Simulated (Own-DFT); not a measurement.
# How strain changes the stress of wurtzite AlGaN with randomly placed atoms, 96 atoms (Al12Ga36N48)

All numbers below are calculated, not measured. The program, named Own-DFT, is a retired in-house plane-wave density functional code that no person has reviewed. Each row is one single-point run on a periodic cell that was not relaxed, without spin or spin-orbit coupling.

Settings of every run: PBE; PseudoDojo norm-conserving scalar-relativistic files (stringent for Ga); cutoff 96 hartree; 3 x 4 x 3 k mesh centred on Gamma; Gaussian smearing of 0.01 eV.

Known limits: k mesh not checked against a denser one; stress not checked against mesh or cutoff.

Unstrained cell vectors in Å: (12.679, 0.000, 0.000); (-4.755, 8.235, 0.000); (0.000, 0.000, 10.268). The unstrained cell has measured lattice constants (interpolated for alloys), not those of this functional. That, the random moves and any unrelaxed bonds set the pressure at no strain. Each run strains this cell uniformly, with the atoms carried along. Every atom was also moved at random, by a Gaussian of width 0.05 Å on each axis. The random placing of the alloy's atoms differs from row to row. Strain is the symmetric tensor, in per cent. Stress is positive in tension, and the pressure is minus a third of its trace.

```
run,e_xx (%),e_yy (%),e_zz (%),s_xx (GPa),s_yy (GPa),s_zz (GPa),P (GPa),E (meV/atom)
1,-2.00,-2.00,0.00,-17.87,-19.90,-11.34,16.37,57.1
2,0.50,0.50,0.00,-4.33,-3.26,-6.68,4.76,0.0
3,2.25,2.25,0.00,4.03,3.06,-3.69,-1.13,13.9
4,1.25,1.25,0.00,-1.00,0.33,-5.89,2.18,9.0
5,0.75,0.75,0.00,-3.69,-2.35,-8.17,4.74,25.9
6,3.00,3.00,0.00,7.16,7.29,-3.04,-3.80,1.8
7,-1.75,-1.75,0.00,-16.80,-17.01,-11.58,15.13,48.0
8,-2.25,-2.25,0.00,-20.31,-19.38,-12.11,17.26,49.1
9,2.50,2.50,0.00,?,?,?,?,?
```

E is the free energy for each atom above the lowest run shown.

## Worked fit

The change of volume is close to e_xx + e_yy + e_zz. A straight line through the runs shown gives P = 7.91 - 204 x (fractional change of volume) GPa, with an error of 6 on the slope and a scatter of 0.63 GPa. The strain isn't the same on all axes and the cell isn't cubic, so the slope belongs to this path and is not the bulk modulus.

## Withheld run

Question: what pressure should run 9 give? Its volume changes by 5.06 %.

The line gives -2.4 GPa. The calculation gave -2.06 GPa.
